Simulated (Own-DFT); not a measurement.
## Calculated data, SiC (2H silicon carbide, atoms displaced), GaP (zincblende, atoms displaced)

Computed with Own-DFT development build. A calculation, not a measurement: plane-wave PBE density functional theory by an unreviewed code, no spin, of a simulated periodic cell, stress positive in tension, free energy of the whole cell less one offset for each atom, forces on such cells passed a denser k mesh, this cell's mesh not checked; offsets are fitted by least squares, one for each functional and potential file, so energies compare only between cells with the same atoms and settings and are not formation energies; the far tail of each file's local potential was reset to the Coulomb form; each entry is a single point on an unrelaxed cell, so the pressure reflects the starting lattice, mostly measured values (interpolated for alloys), from which strain is counted, and rises with the displacements; printed positions are rounded, which can move forces by about a meV/angstrom; the program, named Own-DFT, is a retired in-house code; no spin-orbit coupling.

Common to all runs: functional PBE; potential files PseudoDojo norm-conserving, scalar-relativistic, standard set; wave cutoff 42 hartree; occupations Fermi-Dirac; smearing width 0.1 eV; hardware one NVIDIA H100.

(1) SiC (2H silicon carbide, atoms displaced)

```
SiC
1.0
      6.1654     0.0000     0.0000
     -3.0827     5.3394     0.0000
      0.0000     0.0000    10.0681
Si C Si C Si C Si C Si C Si C Si C Si C
2 2 2 2 2 2 2 2 2 2 2 2 2 2 2 2
Direct
  0.00167 0.99219 0.00326
  0.16695 0.33313 0.24495
  0.99655 0.00039 0.18643
  0.16373 0.34105 0.44171
  0.98793 0.98783 0.50430
  0.15819 0.33522 0.75482
  0.99056 0.99082 0.68873
  0.15692 0.32403 0.93401
  0.00408 0.50146 0.00458
  0.16131 0.82234 0.25110
  0.99322 0.49168 0.19215
  0.17611 0.82820 0.43515
  0.00115 0.49861 0.50026
  0.16812 0.83996 0.75066
  0.99163 0.50024 0.68632
  0.16221 0.83369 0.93958
  0.49639 0.99824 0.00131
  0.66827 0.33530 0.25543
  0.50435 0.00354 0.18298
  0.66815 0.34032 0.43298
  0.50317 0.00167 0.50309
  0.67044 0.33401 0.74981
  0.49662 0.99502 0.68888
  0.66762 0.32957 0.93751
  0.50095 0.50071 0.99672
  0.66716 0.83556 0.24699
  0.49469 0.49875 0.18159
  0.66832 0.83416 0.43050
  0.50694 0.49002 0.49925
  0.66116 0.83605 0.75040
  0.50198 0.49895 0.68622
  0.67300 0.83749 0.93444
```

It was run with k mesh 5 x 5 x 3 centred on Gamma.

The calculation gives: free energy of cell above offsets -4.361 eV; pressure 4.02 GPa; stress xx -3.17 GPa; stress yy -0.63 GPa; stress zz -8.25 GPa; stress yz -0.04 GPa; stress xz 0.62 GPa; stress xy 0.31 GPa; wall time 117.4 s.

Force:
```tsv
element	x (eV/Å)	y (eV/Å)	z (eV/Å)
Si	-1.249	0.852	-0.806
Si	0.088	-0.253	1.654
C	0.923	-0.531	0.491
C	1.748	-1.824	-0.96
Si	1.081	1.324	-1.479
Si	0.842	-0.404	-2.242
C	0.01	1.139	0.265
C	0.62	0.841	1.852
Si	-0.68	-0.797	-0.812
Si	0.338	1.404	-0.465
C	0.199	0.687	-0.848
C	-1.411	0.64	1.067
Si	-0.175	0.576	-0.049
Si	-0.555	-1.078	0.033
C	1.029	0.45	0.39
C	1.202	-0.512	-0.246
Si	0.676	0.317	-0.826
Si	-0.928	-0.655	-2.495
C	-0.738	-0.401	1.557
C	1.157	-1.303	1.738
Si	0.174	-0.45	-1.269
Si	-0.963	-0.06	0.452
C	-0.294	0.918	-0.215
C	-0.13	0.423	0.135
Si	-0.028	-0.286	-0.634
Si	-0.358	-0.347	-0.421
C	0.721	0.272	1.036
C	-0.161	-0.524	1.595
Si	-2.815	1.534	0.13
Si	1.088	-1.146	-0.135
C	-0.614	-0.211	0.611
C	-0.799	-0.593	0.895
```

(2) GaP (zincblende, atoms displaced)

```
GaP
1.0
     10.9010     0.0000     0.0000
      0.0000    10.9010     0.0000
      0.0000     0.0000    10.9010
Ga P Ga P Ga P Ga P Ga P Ga P Ga P Ga P
4 4 4 4 4 4 4 4 4 4 4 4 4 4 4 4
Direct
  0.99643 0.99139 0.00002
  0.98554 0.25322 0.24478
  0.25975 0.00190 0.25668
  0.25497 0.25476 0.00430
  0.11747 0.11538 0.12430
  0.10696 0.37455 0.34905
  0.37065 0.11379 0.36620
  0.36154 0.37049 0.13838
  0.00710 0.00843 0.50081
  0.99403 0.25082 0.73522
  0.23989 0.99841 0.74643
  0.23722 0.25744 0.48335
  0.12315 0.10515 0.62553
  0.13746 0.36976 0.86425
  0.39510 0.13416 0.89109
  0.38196 0.38601 0.62702
  0.00546 0.51181 0.99140
  0.00361 0.73969 0.25333
  0.24068 0.49195 0.25116
  0.25278 0.75422 0.00513
  0.11975 0.61450 0.12528
  0.12462 0.88566 0.36899
  0.36719 0.63392 0.38513
  0.36619 0.89343 0.13259
  0.00500 0.51027 0.49363
  0.99969 0.74826 0.75602
  0.25682 0.50165 0.75744
  0.24729 0.74110 0.49459
  0.12306 0.62183 0.63019
  0.11592 0.87585 0.89714
  0.36523 0.61654 0.86496
  0.36338 0.86989 0.62530
  0.49148 0.99266 0.00255
  0.49315 0.26407 0.24918
  0.76358 0.01922 0.23657
  0.75089 0.24277 0.99895
  0.61766 0.13312 0.13535
  0.63008 0.37164 0.38986
  0.87631 0.11927 0.37994
  0.87497 0.37215 0.12237
  0.49933 0.00251 0.51668
  0.51128 0.24981 0.76065
  0.76673 0.99969 0.76078
  0.74289 0.26921 0.49667
  0.61568 0.13241 0.60816
  0.62655 0.40059 0.88260
  0.87307 0.13002 0.86649
  0.86230 0.38890 0.61344
  0.50132 0.50139 0.00137
  0.50483 0.74700 0.24512
  0.74795 0.50315 0.26151
  0.75019 0.75124 0.99956
  0.61683 0.63866 0.12151
  0.62559 0.88463 0.38066
  0.88204 0.64041 0.36387
  0.86737 0.88316 0.12162
  0.49689 0.49820 0.49744
  0.49963 0.74830 0.73489
  0.72933 0.50452 0.74803
  0.75872 0.73822 0.49677
  0.62943 0.63045 0.64283
  0.62186 0.87060 0.86113
  0.87273 0.61758 0.87748
  0.88317 0.87725 0.61506
```

It was run with k mesh 3 x 3 x 3 centred on Gamma.

It finds free energy of cell above offsets -25.104 eV; pressure 5.11 GPa; stress xx -5.37 GPa; stress yy -4.9 GPa; stress zz -5.06 GPa; stress yz -0.89 GPa; stress xz -0.24 GPa; stress xy 0.19 GPa; wall time 577.9 s.

Force:
```tsv
element	x (eV/Å)	y (eV/Å)	z (eV/Å)
Ga	-1.142	2.098	0.698
Ga	0.033	-2.323	-0.431
Ga	-3.328	0.034	-0.991
Ga	-1.066	-1.399	-0.303
P	0.591	1.177	0.218
P	0.56	0.373	3.061
P	1.967	2.95	2.586
P	1.247	1.548	-1.429
Ga	-1.137	-1.725	-1.289
Ga	0.434	0.363	0.017
Ga	1.484	-0.891	2.425
Ga	0.778	-0.555	0.67
P	0.318	3.935	-0.088
P	-1.546	-0.083	0.683
P	-2.035	-0.183	-1.365
P	-1.024	-1.72	0.103
Ga	-0.098	-2.363	-0.103
Ga	1.565	2.973	-2.049
Ga	0.736	1.706	0.428
Ga	0.044	-0.578	0.272
P	1.255	1.459	0.163
P	-0.011	-1.598	0.368
P	1.875	-2.276	-2.716
P	1.396	-3.321	-1.187
Ga	-0.488	-0.474	-0.295
Ga	-0.236	0.512	-0.135
Ga	-1.675	-1.528	-2.576
Ga	-2.056	2.057	1.427
P	0.444	0.183	-0.059
P	1.67	-1.258	-2.98
P	2.509	2.997	2.71
P	0.347	0.342	-0.083
Ga	1.838	0.029	-0.004
Ga	0.739	-1.353	1.422
Ga	-1.425	-0.771	1.282
Ga	-0.722	0.936	0.274
P	0.192	-0.287	-1.344
P	-3.163	2.942	-3.874
P	-0.27	1.907	0.153
P	-0.872	1.394	-0.777
Ga	-1.455	-1.4	-1.842
Ga	0.037	0.857	-0.872
Ga	-1.811	-1.106	-2.335
Ga	2.52	-4.093	1.806
P	2.083	1.05	2.653
P	0.25	-3.685	0.147
P	1.215	0.59	1.338
P	1.151	0.113	1.098
Ga	-1.945	0.825	1.026
Ga	-1.422	2.183	1.857
Ga	0.034	-0.097	-1.21
Ga	-0.132	0.378	-0.64
P	1.187	-2.027	-0.154
P	0.397	-0.797	-0.51
P	-1.674	-2.758	1.803
P	0.524	-1.474	0.264
Ga	0.451	1.132	0.539
Ga	-1.641	0.776	1.501
Ga	3.139	-0.824	0.747
Ga	-1.207	1.795	0.708
P	-0.501	0.423	-4.322
P	0.132	0.526	1.294
P	-0.676	0.912	-0.835
P	-0.38	-0.53	1.062
```
